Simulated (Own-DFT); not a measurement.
## Calculated data, SiC (2H silicon carbide, atoms displaced)

Computed with Own-DFT development build. A calculation, not a measurement: plane-wave PBE density functional theory by an unreviewed code, no spin, of a simulated periodic cell, stress positive in tension, free energy of the whole cell less one offset for each atom, forces on such cells passed a denser k mesh, this cell's mesh not checked; offsets are fitted by least squares, one for each functional and potential file, so energies compare only between cells with the same atoms and settings and are not formation energies; the far tail of each file's local potential was reset to the Coulomb form; each entry is a single point on an unrelaxed cell, so the pressure reflects the starting lattice, mostly measured values (interpolated for alloys), from which strain is counted, and rises with the displacements; printed positions are rounded, which can move forces by about a meV/angstrom; the program, named Own-DFT, is a retired in-house code; no spin-orbit coupling.

```xyz
72
Lattice="9.2481 0.0000 0.0000 -4.6241 8.0091 0.0000 0.0000 0.0000 10.0681" Properties=species:S:1:pos:R:3:force_x:R:1:force_y:R:1:force_z:R:1 formula=SiC functional=PBE potential_files=PseudoDojo_norm-conserving,scalar-relativistic,standard_set wave_cutoff=42 occupations=Fermi-Dirac smearing_width=0.1 hardware=one_NVIDIA_H100 k_mesh=4_x_4_x_3_centred_on_Gamma free_energy_of_cell_above_offsets=-10.483 pressure=3.79 stress_xx=-3.7 stress_yy=-2.25 stress_zz=-5.41 stress_yz=-0.01 stress_xz=-0.46 stress_xy=-0.06 wall_time=366.9
Si     9.2168     0.0325    10.0432      0.551     -1.037      0.677
Si     0.0383     1.7845     2.5190     -0.632      0.142      -0.35
C      9.2222     0.0001     1.9122      0.889      0.255     -0.909
C      0.0243     1.7745     4.3778     -0.357      0.335      1.298
Si     4.5630     7.9926     5.0362      2.308      0.503     -0.029
Si    -0.0074     1.7640     7.5508     -0.122     -0.323     -0.468
C     -4.5763     7.9944     6.9248     -1.557      0.317      0.168
C     -0.0082     1.7618     9.4187      0.454      0.924      0.251
Si     7.7183     2.6303    10.0558     -0.623      0.813      0.574
Si    -1.5122     4.4586     2.5307     -0.183     -0.823     -0.434
C      7.6924     2.6136     1.8912      0.648      1.089      0.177
C     -1.5272     4.5133     4.4091     -0.215     -1.584      0.129
Si    -1.5466     2.6848     5.0774      0.487     -0.057     -2.198
Si    -1.5355     4.4431     7.5763       0.01      0.301     -0.657
C      7.6695     2.6417     6.8935       1.22      0.689       1.34
C     -1.4914     4.5138     9.4754     -1.072     -1.909      -0.89
Si    -3.0688     5.3432    10.0167      0.072     -0.027      1.683
Si    -3.0845     7.1226     2.5059     -0.476      -0.71      0.651
C     -3.0491     5.3202     1.9154      -0.29      0.354     -1.104
C     -3.1179     7.0696     4.4194      0.861      1.615     -0.345
Si    -3.0692     5.3295     5.0209     -0.153      0.608     -0.384
Si    -3.0976     7.1029     7.5738      0.571      0.078     -0.624
C     -3.0652     5.3710     6.8577      0.213     -0.895      2.043
C     -3.0400     7.1201     9.4594      -1.37      0.172     -0.351
Si     3.0696     0.0298    10.0415      0.659     -1.571      1.074
Si     3.1008     1.7048     2.4973      -0.38      1.454      0.125
C     -1.5214     7.9451     1.8985      -1.29      1.241     -0.871
C      3.0621     1.8348     4.3698      0.699     -1.114      0.943
Si     3.1374     0.0236     5.0251     -1.223     -0.461     -0.142
Si     3.0861     1.7374     7.6125      0.175      0.304     -1.384
C     -1.5412     7.9621     6.9429      0.103       0.85     -0.157
C      3.0729     1.7286     9.4507     -0.013      1.774      0.525
Si     1.5468     2.7023    10.0667     -0.324     -0.505     -0.313
Si     1.5401     4.4659     2.4944      0.907       0.03      0.731
C      1.5737     2.7093     1.8611     -0.138     -1.098      0.395
C      1.5722     4.4907     4.4173     -0.582     -0.845     -0.172
Si     1.5667     2.6533     5.0774     -0.853      0.728     -0.982
Si     1.5345     4.4195     7.5853      0.874      0.318     -0.991
C      1.5268     2.6289     6.9526      0.604      0.326       0.27
C      1.5494     4.4818     9.4398     -0.195     -0.588      0.374
Si    -0.0063     5.3589     0.0115      0.941     -0.114      0.625
Si    -0.0330     7.1232     2.4747      1.766     -0.456      0.912
C      0.0307     5.3478     1.9137     -0.674     -0.248      -0.58
C      0.0557     7.1660     4.3656     -0.886     -0.737      0.845
Si    -0.0257     5.3488     5.0372      1.439       0.67     -0.319
Si    -0.0245     7.1047     7.5719      0.566     -0.434      0.039
C      0.0320     5.3073     6.9163     -0.575      0.381      0.481
C      0.0076     7.1012     9.4907     -0.681      0.531     -1.166
Si     1.5286     7.9848    10.0113      0.415      0.757      1.485
Si     6.1510     1.7785     2.5645      0.598      -0.79     -1.079
C      1.5104     7.9946     1.8864      0.426      0.256     -0.342
C      6.1978     1.7403     4.3986     -0.685      1.127      1.457
Si     1.5710     7.9933     5.0703     -0.167      0.103     -0.756
Si     6.1898     1.7607     7.4939     -0.966      0.426      1.754
C      6.1567     0.0133     6.9593     -0.335     -0.833     -0.649
C      6.1445     1.7739     9.4586      0.348      0.138     -0.978
Si     4.6105     2.6560     0.0272      0.551     -0.033      -0.27
Si     4.6373     4.4497     2.4517     -0.077     -0.078      1.334
C      4.6322     2.6375     1.9258     -0.381      0.328      -0.54
C      4.6350     4.4926     4.4449      0.362     -1.341     -1.413
Si     4.5848     2.7073     5.0780      0.962     -0.525     -0.734
Si     4.6595     4.4751     7.5496          0     -0.453      0.109
C      4.6502     2.6720     6.9819     -0.815     -0.179     -0.605
C      4.6271     4.4583     9.4583      0.447     -0.515     -0.383
Si     3.1054     5.3082     0.0058     -0.346      1.453     -1.333
Si     3.0801     7.1280     2.4999     -0.561     -0.147      0.355
C      3.1038     5.3503     1.8099     -0.185     -0.088      2.004
C      3.1133     7.1071     4.4472     -1.188      -0.31     -0.934
Si     3.1279     5.3240     5.0125     -0.862      0.519      1.121
Si     3.0489     7.1323     7.5444      1.264      -0.77     -0.178
C      3.1294     5.3036     6.9527     -1.201      0.648     -0.437
C      3.0737     7.1520     9.4082      0.244     -0.959      0.498
```

Units: wave_cutoff in hartree; smearing_width, free_energy_of_cell_above_offsets in eV; pressure, stress_xx, stress_yy, stress_zz, stress_yz, stress_xz, stress_xy in GPa; wall_time in s; force_x, force_y, force_z in eV/Å.
